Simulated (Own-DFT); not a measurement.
GaP (zincblende, atoms displaced) (calculated)

Computed with Own-DFT development build. A calculation, not a measurement: plane-wave PBE density functional theory by an unreviewed code, no spin, of a simulated periodic cell, stress positive in tension, free energy of the whole cell less one offset for each atom, forces on such cells passed a denser k mesh, this cell's mesh not checked; offsets are fitted by least squares, one for each functional and potential file, so energies compare only between cells with the same atoms and settings and are not formation energies; the far tail of each file's local potential was reset to the Coulomb form; each entry is a single point on an unrelaxed cell, so the pressure reflects the starting lattice, mostly measured values (interpolated for alloys), from which strain is counted, and rises with the displacements; printed positions are rounded, which can move forces by about a meV/angstrom; the program, named Own-DFT, is a retired in-house code; no spin-orbit coupling; before rounding, a Quantum ESPRESSO 7.3.1 run of the same cell and cutoff gave forces within 1 meV/angstrom rms on each cell, which checks the program and not the settings.

Common to all runs: functional PBE; potential files PseudoDojo norm-conserving, scalar-relativistic, standard set; wave cutoff 42 hartree; occupations Fermi-Dirac; smearing width 0.1 eV; k mesh 2 x 3 x 3 centred on Gamma.

(1) 
```cif
# cell vector a (Å): 16.3515 0.0000 0.0000
# cell vector b (Å): 0.0000 10.9010 0.0000
# cell vector c (Å): 0.0000 0.0000 10.9010
data_GaP
_symmetry_space_group_name_H-M 'P 1'
_symmetry_Int_Tables_number 1
_cell_length_a 16.3515
_cell_length_b 10.9010
_cell_length_c 10.9010
_cell_angle_alpha 90.000
_cell_angle_beta 90.000
_cell_angle_gamma 90.000
_cell_volume 1943.08
loop_
_atom_site_label
_atom_site_type_symbol
_atom_site_fract_x
_atom_site_fract_y
_atom_site_fract_z
_atom_site_occupancy
Ga1 Ga 0.99410 0.99795 0.99914 1
Ga2 Ga 0.99626 0.24623 0.24956 1
Ga3 Ga 0.16642 0.00467 0.25274 1
Ga4 Ga 0.16546 0.24631 0.99735 1
P1 P 0.08427 0.12312 0.12028 1
P2 P 0.08131 0.38119 0.37464 1
P3 P 0.25164 0.12549 0.37362 1
P4 P 0.25230 0.38095 0.11463 1
Ga5 Ga 0.99680 0.99922 0.49869 1
Ga6 Ga 0.00278 0.24814 0.76165 1
Ga7 Ga 0.16348 0.99714 0.74902 1
Ga8 Ga 0.16663 0.25459 0.49808 1
P5 P 0.08106 0.12421 0.62342 1
P6 P 0.08202 0.37741 0.87683 1
P7 P 0.25700 0.12282 0.87347 1
P8 P 0.24723 0.37198 0.62963 1
Ga9 Ga 0.00245 0.50342 0.00429 1
Ga10 Ga 0.99965 0.75296 0.24526 1
Ga11 Ga 0.16661 0.49639 0.24610 1
Ga12 Ga 0.17310 0.74188 0.99996 1
P9 P 0.08408 0.62194 0.12250 1
P10 P 0.07933 0.87494 0.36837 1
P11 P 0.24155 0.62216 0.37304 1
P12 P 0.25082 0.87209 0.12732 1
Ga13 Ga 0.00029 0.49766 0.49961 1
Ga14 Ga 0.00076 0.74954 0.74683 1
Ga15 Ga 0.17011 0.50193 0.74799 1
Ga16 Ga 0.16898 0.75184 0.49986 1
P13 P 0.08532 0.62347 0.62048 1
P14 P 0.07983 0.87687 0.86893 1
P15 P 0.24672 0.63180 0.86974 1
P16 P 0.24964 0.86738 0.63250 1
Ga17 Ga 0.33077 0.99997 0.99641 1
Ga18 Ga 0.32676 0.24367 0.25606 1
Ga19 Ga 0.49917 0.99429 0.24760 1
Ga20 Ga 0.49635 0.24111 0.00031 1
P17 P 0.41699 0.12976 0.13162 1
P18 P 0.41962 0.37575 0.37262 1
P19 P 0.58320 0.12146 0.37934 1
P20 P 0.58414 0.37436 0.12035 1
Ga21 Ga 0.33521 0.00003 0.50270 1
Ga22 Ga 0.33183 0.25102 0.75450 1
Ga23 Ga 0.49976 0.00027 0.75814 1
Ga24 Ga 0.50227 0.25623 0.50410 1
P21 P 0.41097 0.12314 0.62325 1
P22 P 0.41425 0.36868 0.87015 1
P23 P 0.58584 0.12445 0.87723 1
P24 P 0.58993 0.37463 0.63146 1
Ga25 Ga 0.33594 0.50201 0.00116 1
Ga26 Ga 0.33602 0.75226 0.24532 1
Ga27 Ga 0.49457 0.50019 0.24670 1
Ga28 Ga 0.50277 0.74355 0.99239 1
P25 P 0.41987 0.62591 0.12117 1
P26 P 0.41513 0.87483 0.37562 1
P27 P 0.58549 0.62827 0.36983 1
P28 P 0.58207 0.87720 0.13022 1
Ga29 Ga 0.33335 0.49721 0.48901 1
Ga30 Ga 0.33265 0.74145 0.74735 1
Ga31 Ga 0.49954 0.50549 0.74471 1
Ga32 Ga 0.50195 0.75619 0.49315 1
P29 P 0.41708 0.63331 0.62597 1
P30 P 0.41684 0.87919 0.86964 1
P31 P 0.58563 0.62081 0.87596 1
P32 P 0.58138 0.87564 0.62296 1
Ga33 Ga 0.66168 0.99866 0.99762 1
Ga34 Ga 0.66577 0.25182 0.24101 1
Ga35 Ga 0.83770 0.99761 0.26043 1
Ga36 Ga 0.83539 0.23717 0.00009 1
P33 P 0.74681 0.12532 0.12641 1
P34 P 0.74868 0.36626 0.38074 1
P35 P 0.91689 0.12242 0.37426 1
P36 P 0.91197 0.37134 0.12144 1
Ga37 Ga 0.66949 0.00146 0.49628 1
Ga38 Ga 0.66912 0.24596 0.74855 1
Ga39 Ga 0.83121 0.00140 0.75151 1
Ga40 Ga 0.83261 0.25181 0.49051 1
P37 P 0.75087 0.12208 0.62793 1
P38 P 0.74660 0.37246 0.87974 1
P39 P 0.91616 0.12563 0.87221 1
P40 P 0.92119 0.38115 0.62904 1
Ga41 Ga 0.66105 0.48869 0.00627 1
Ga42 Ga 0.66402 0.74609 0.25733 1
Ga43 Ga 0.84449 0.50538 0.24234 1
Ga44 Ga 0.82673 0.75281 0.00394 1
P41 P 0.75386 0.62821 0.11842 1
P42 P 0.75123 0.87886 0.38148 1
P43 P 0.91033 0.62336 0.37505 1
P44 P 0.91267 0.87206 0.13081 1
Ga45 Ga 0.66218 0.49828 0.50610 1
Ga46 Ga 0.67262 0.74689 0.75489 1
Ga47 Ga 0.83149 0.49230 0.75000 1
Ga48 Ga 0.83354 0.75521 0.50553 1
P45 P 0.74898 0.61516 0.61839 1
P46 P 0.75040 0.87213 0.87083 1
P47 P 0.91561 0.61951 0.88085 1
P48 P 0.91686 0.88459 0.62099 1
_calc_free_energy_of_cell_above_offsets '-49.498'  # eV
_calc_pressure 3.34  # GPa
_calc_stress_xx -3.28  # GPa
_calc_stress_yy -3.37  # GPa
_calc_stress_zz -3.36  # GPa
_calc_stress_yz 0.11  # GPa
_calc_stress_xz 0.36  # GPa
_calc_stress_xy -0.31  # GPa
```

Force:
```tsv
element	x (eV/Å)	y (eV/Å)	z (eV/Å)
Ga	0.45	-0.273	0.133
Ga	0.614	0.509	-0.312
Ga	-0.184	-0.532	-0.44
Ga	0.549	0.331	-0.332
P	-0.526	-0.021	0.4
P	0.141	-1.132	-0.587
P	-0.996	-0.677	1.27
P	-0.588	-1.142	1.198
Ga	0.879	0.318	-0.357
Ga	-0.142	0.388	-1.286
Ga	0.51	0.464	-0.027
Ga	-0.456	-0.317	0.099
P	0.319	0.22	-0.045
P	0.775	0.155	0.083
P	-2.013	0.035	-0.093
P	0.858	0.276	-0.692
Ga	-0.724	-0.767	-0.31
Ga	-0.194	-1.055	0.283
Ga	-0.162	-0.102	-0.265
Ga	-1.479	1.333	0.333
P	0.244	0.699	0.47
P	0.774	0.27	0.874
P	1.592	0.342	-0.368
P	-0.28	0.582	-0.342
Ga	-0.308	0.881	-0.006
Ga	-0.515	-0.414	-0.047
Ga	-0.951	-0.151	0.076
Ga	-0.725	0.188	-0.105
P	-0.258	0.255	0.203
P	0.391	-0.483	1.255
P	1.222	-1.473	0.31
P	0.058	0.978	-0.97
Ga	0.929	-0.373	0.951
Ga	1.182	1.618	-1.298
Ga	-0.206	0.903	0.739
Ga	0.43	0.784	-0.284
P	-0.653	-0.957	-0.197
P	-0.577	-0.612	0.09
P	-0.253	0.619	-0.843
P	-1.904	-0.774	1.147
Ga	-0.84	-0.697	-0.08
Ga	-0.044	-0.315	-1.094
Ga	0.305	0.419	-1.314
Ga	-0.045	-0.68	0.105
P	1.344	0.902	0.723
P	0.967	1.135	0.596
P	-0.716	0.317	-0.501
P	-1.555	-0.048	-0.003
Ga	0.039	0.268	-1.044
Ga	-0.398	-0.702	0.612
Ga	1.243	0.026	-0.071
Ga	-0.145	1.136	0.315
P	-0.49	0.276	-0.054
P	-0.095	0.068	-0.313
P	-1.317	-1.485	1.07
P	0.32	-1.077	-0.858
Ga	-0.326	0.484	1.055
Ga	0.363	1.092	0.531
Ga	0.027	-0.591	0.413
Ga	-0.01	-0.39	0.465
P	0.215	-1.091	-1.373
P	-0.521	-1.229	0.885
P	0.202	-0.144	-0.256
P	0.793	0.117	0.583
Ga	0.912	-0.374	0.561
Ga	-0.127	-0.245	1.324
Ga	-1.171	0.119	-0.914
Ga	-1.045	0.897	0.028
P	0.774	-1.124	-0.182
P	-0.616	1.738	-1.532
P	0.204	0.58	0.408
P	1.264	-0.251	-0.194
Ga	-0.576	0.027	0.926
Ga	0.264	0.031	0.586
Ga	0.296	-0.165	-0.179
Ga	0.808	-0.433	1.683
P	0.168	0.441	-0.715
P	0.627	-0.479	-0.161
P	-0.029	-0.591	0.191
P	-0.478	-1.486	-0.213
Ga	1.551	1.667	-0.995
Ga	1.62	1.101	-1.278
Ga	-2.137	-0.649	0.187
Ga	1.37	0.207	-0.966
P	-1.684	-1.247	1.431
P	-0.127	-0.835	-0.681
P	1.679	0.955	0.637
P	0.088	0.426	-0.833
Ga	0.497	-0.115	-1.398
Ga	-0.953	-0.496	-1.289
Ga	-0.039	0.447	0.386
Ga	-0.306	-0.504	-0.136
P	0.606	1.136	0.99
P	0.005	0.834	0.805
P	-0.282	0.883	-0.626
P	-0.305	-1.182	1.048
```

(2) 
```cif
# cell vector a (Å): 16.3515 0.0000 0.0000
# cell vector b (Å): 0.0000 10.9010 0.0000
# cell vector c (Å): 0.0000 0.0000 10.9010
data_GaP
_symmetry_space_group_name_H-M 'P 1'
_symmetry_Int_Tables_number 1
_cell_length_a 16.3515
_cell_length_b 10.9010
_cell_length_c 10.9010
_cell_angle_alpha 90.000
_cell_angle_beta 90.000
_cell_angle_gamma 90.000
_cell_volume 1943.08
loop_
_atom_site_label
_atom_site_type_symbol
_atom_site_fract_x
_atom_site_fract_y
_atom_site_fract_z
_atom_site_occupancy
Ga1 Ga 0.99465 0.99734 0.00050 1
Ga2 Ga 0.00138 0.24692 0.25932 1
Ga3 Ga 0.16639 0.00166 0.25556 1
Ga4 Ga 0.16496 0.24787 0.00428 1
P1 P 0.08193 0.12300 0.12680 1
P2 P 0.08200 0.37901 0.38370 1
P3 P 0.24728 0.13383 0.37833 1
P4 P 0.24634 0.37193 0.11749 1
Ga5 Ga 0.00456 0.99754 0.50011 1
Ga6 Ga 0.99785 0.24956 0.75005 1
Ga7 Ga 0.16857 0.99401 0.74390 1
Ga8 Ga 0.16707 0.25761 0.49994 1
P5 P 0.08163 0.11778 0.63168 1
P6 P 0.08490 0.36954 0.88090 1
P7 P 0.24490 0.12425 0.88086 1
P8 P 0.24402 0.38252 0.62980 1
Ga9 Ga 0.99905 0.50048 0.00328 1
Ga10 Ga 0.99514 0.74740 0.25117 1
Ga11 Ga 0.16775 0.50119 0.24185 1
Ga12 Ga 0.16443 0.75224 0.99817 1
P9 P 0.08532 0.62298 0.12715 1
P10 P 0.08191 0.86586 0.37981 1
P11 P 0.24889 0.63230 0.37195 1
P12 P 0.24917 0.87586 0.13048 1
Ga13 Ga 0.99932 0.51019 0.50238 1
Ga14 Ga 0.00286 0.74404 0.74693 1
Ga15 Ga 0.16805 0.50615 0.74745 1
Ga16 Ga 0.16839 0.74841 0.50645 1
P13 P 0.08408 0.62817 0.62672 1
P14 P 0.08504 0.87768 0.87310 1
P15 P 0.24953 0.62522 0.87344 1
P16 P 0.24423 0.87686 0.62564 1
Ga17 Ga 0.33044 0.00747 0.00138 1
Ga18 Ga 0.33654 0.25184 0.24352 1
Ga19 Ga 0.49915 0.00597 0.24107 1
Ga20 Ga 0.49905 0.24041 0.99487 1
P17 P 0.41233 0.12159 0.12058 1
P18 P 0.41446 0.37119 0.36831 1
P19 P 0.58488 0.12517 0.37890 1
P20 P 0.58009 0.37722 0.12530 1
Ga21 Ga 0.33039 0.99456 0.50351 1
Ga22 Ga 0.33193 0.25494 0.74817 1
Ga23 Ga 0.50011 0.00275 0.74631 1
Ga24 Ga 0.50176 0.24956 0.50209 1
P21 P 0.41855 0.11699 0.62394 1
P22 P 0.41455 0.37784 0.87129 1
P23 P 0.58327 0.12409 0.86826 1
P24 P 0.58537 0.37590 0.62927 1
Ga25 Ga 0.32744 0.49976 0.99986 1
Ga26 Ga 0.33289 0.75249 0.25155 1
Ga27 Ga 0.50166 0.50949 0.24233 1
Ga28 Ga 0.49508 0.74834 0.99713 1
P25 P 0.42259 0.62070 0.12817 1
P26 P 0.41868 0.86996 0.37963 1
P27 P 0.58160 0.61712 0.37741 1
P28 P 0.58526 0.87176 0.11672 1
Ga29 Ga 0.33918 0.49750 0.50400 1
Ga30 Ga 0.32947 0.74513 0.75546 1
Ga31 Ga 0.50042 0.49613 0.75050 1
Ga32 Ga 0.50508 0.74938 0.50307 1
P29 P 0.41748 0.62517 0.62480 1
P30 P 0.41678 0.88693 0.87873 1
P31 P 0.58283 0.62951 0.88454 1
P32 P 0.57918 0.86631 0.62251 1
Ga33 Ga 0.66075 0.00184 0.99554 1
Ga34 Ga 0.66716 0.24884 0.24740 1
Ga35 Ga 0.82813 0.99711 0.24760 1
Ga36 Ga 0.82915 0.24683 0.99428 1
P33 P 0.75016 0.12350 0.12057 1
P34 P 0.75329 0.37456 0.36713 1
P35 P 0.91884 0.12797 0.37170 1
P36 P 0.91472 0.37564 0.13017 1
Ga37 Ga 0.67219 0.00208 0.49727 1
Ga38 Ga 0.66234 0.24208 0.75832 1
Ga39 Ga 0.83153 0.00330 0.75644 1
Ga40 Ga 0.83350 0.24873 0.50461 1
P37 P 0.75528 0.11937 0.62382 1
P38 P 0.75194 0.37231 0.87557 1
P39 P 0.92320 0.12410 0.87771 1
P40 P 0.91075 0.37690 0.63850 1
Ga41 Ga 0.66774 0.50221 0.99758 1
Ga42 Ga 0.66743 0.74784 0.24468 1
Ga43 Ga 0.83475 0.49461 0.24761 1
Ga44 Ga 0.83304 0.74112 0.00249 1
P41 P 0.74440 0.62733 0.11926 1
P42 P 0.75216 0.87236 0.37759 1
P43 P 0.91707 0.62017 0.37870 1
P44 P 0.92056 0.87297 0.11811 1
Ga45 Ga 0.66835 0.49105 0.49775 1
Ga46 Ga 0.66987 0.74761 0.75105 1
Ga47 Ga 0.83129 0.49577 0.73905 1
Ga48 Ga 0.83713 0.75029 0.49320 1
P45 P 0.74988 0.62798 0.62358 1
P46 P 0.75054 0.87768 0.87665 1
P47 P 0.92277 0.62710 0.86355 1
P48 P 0.91395 0.87742 0.62543 1
_calc_free_energy_of_cell_above_offsets '-49.634'  # eV
_calc_pressure 3.3  # GPa
_calc_stress_xx -3.31  # GPa
_calc_stress_yy -3.32  # GPa
_calc_stress_zz -3.27  # GPa
_calc_stress_yz 0.1  # GPa
_calc_stress_xz 0.14  # GPa
_calc_stress_xy 0.35  # GPa
```

Force:
```tsv
element	x (eV/Å)	y (eV/Å)	z (eV/Å)
Ga	1.698	0.212	-0.2
Ga	0.356	0.846	-0.837
Ga	-0.346	-0.223	0.181
Ga	-0.505	-0.501	-0.271
P	-0.201	-0.128	0.216
P	0.034	0.315	-0.874
P	0.84	-0.669	-0.337
P	0.719	0.175	0.969
Ga	-0.868	0.014	-0.054
Ga	0.753	0.172	0.237
Ga	-0.672	1.072	1.428
Ga	-0.582	-0.539	0.816
P	0.374	1.183	-0.757
P	-0.393	0.869	-0.783
P	0.531	0.175	-1.147
P	1.359	-0.678	-0.824
Ga	0.06	-0.175	-0.331
Ga	0.799	-0.037	-0.073
Ga	0.084	-0.291	1.223
Ga	0.223	0.043	0.367
P	-0.792	0.616	-0.444
P	0.264	0.45	-0.49
P	0.341	-1.235	0.526
P	0.097	0.142	-0.638
Ga	0.121	-1.252	0.773
Ga	-0.11	1.853	-0.096
Ga	-1.036	-0.406	1.016
Ga	-0.328	-0.084	-0.844
P	0.265	-0.494	-0.277
P	-0.579	-0.261	0.052
P	-0.491	0.105	0.783
P	1.603	-0.994	-0.084
Ga	-0.696	-1.067	-0.188
Ga	-1.052	-0.174	0.181
Ga	0.417	-0.964	0.871
Ga	-0.278	1.136	0.228
P	0.8	0.722	0.302
P	1.048	0.674	0.577
P	0.012	-0.06	-0.707
P	0.549	-0.695	-0.59
Ga	0.244	0.384	-0.653
Ga	-0.259	-0.729	0.058
Ga	0.197	-0.925	0.03
Ga	-0.359	0.163	-0.126
P	-0.912	1.219	-0.187
P	0.143	-0.443	0.662
P	-0.897	-0.756	0.907
P	-0.05	-0.596	-0.17
Ga	1.031	0.084	0.055
Ga	0.6	-0.145	-0.138
Ga	0.318	-1.695	1.405
Ga	0.081	0.639	0.229
P	-2.477	1.173	-1.172
P	-0.043	0.732	-0.551
P	0.772	0.704	-0.185
P	-0.842	0.271	0.771
Ga	-1.075	0.11	-0.681
Ga	0.961	1.148	-0.633
Ga	0.178	0.894	0.276
Ga	-1.122	-0.914	-0.881
P	0.197	0.224	0.469
P	-0.457	-1.018	-0.41
P	0.094	-0.571	-1.471
P	1.826	1.533	0.99
Ga	0.96	-0.245	0.143
Ga	-0.249	0.125	-0.032
Ga	1.105	0.13	-0.073
Ga	1.261	0.011	0.646
P	-0.688	-0.144	0.006
P	-0.452	-0.569	0.987
P	-0.865	-1.08	0.887
P	0.605	-0.855	-0.93
Ga	-0.827	-0.637	0.451
Ga	1.646	1.167	-1.464
Ga	0.871	-0.416	-0.024
Ga	0.44	0.329	-0.656
P	-1.139	0.737	0.553
P	-0.806	0.524	-0.555
P	-1.566	0.327	-0.25
P	1.916	-1.088	-2.373
Ga	-0.524	-0.877	-0.005
Ga	-0.536	0.348	0.945
Ga	-0.43	1.172	-0.062
Ga	0.582	0.625	-0.956
P	1.345	-0.785	0.836
P	-0.523	-0.215	-0.812
P	-0.625	0.315	-0.984
P	-1.507	-0.58	1.143
Ga	0.251	0.511	0.032
Ga	-0.635	0.354	0.243
Ga	-0.92	1.625	1.863
Ga	-0.14	0.029	1.003
P	0.038	-0.467	-0.678
P	-0.16	-0.348	0.224
P	-1.545	-1.13	1.298
P	0.548	-0.225	0.102
```
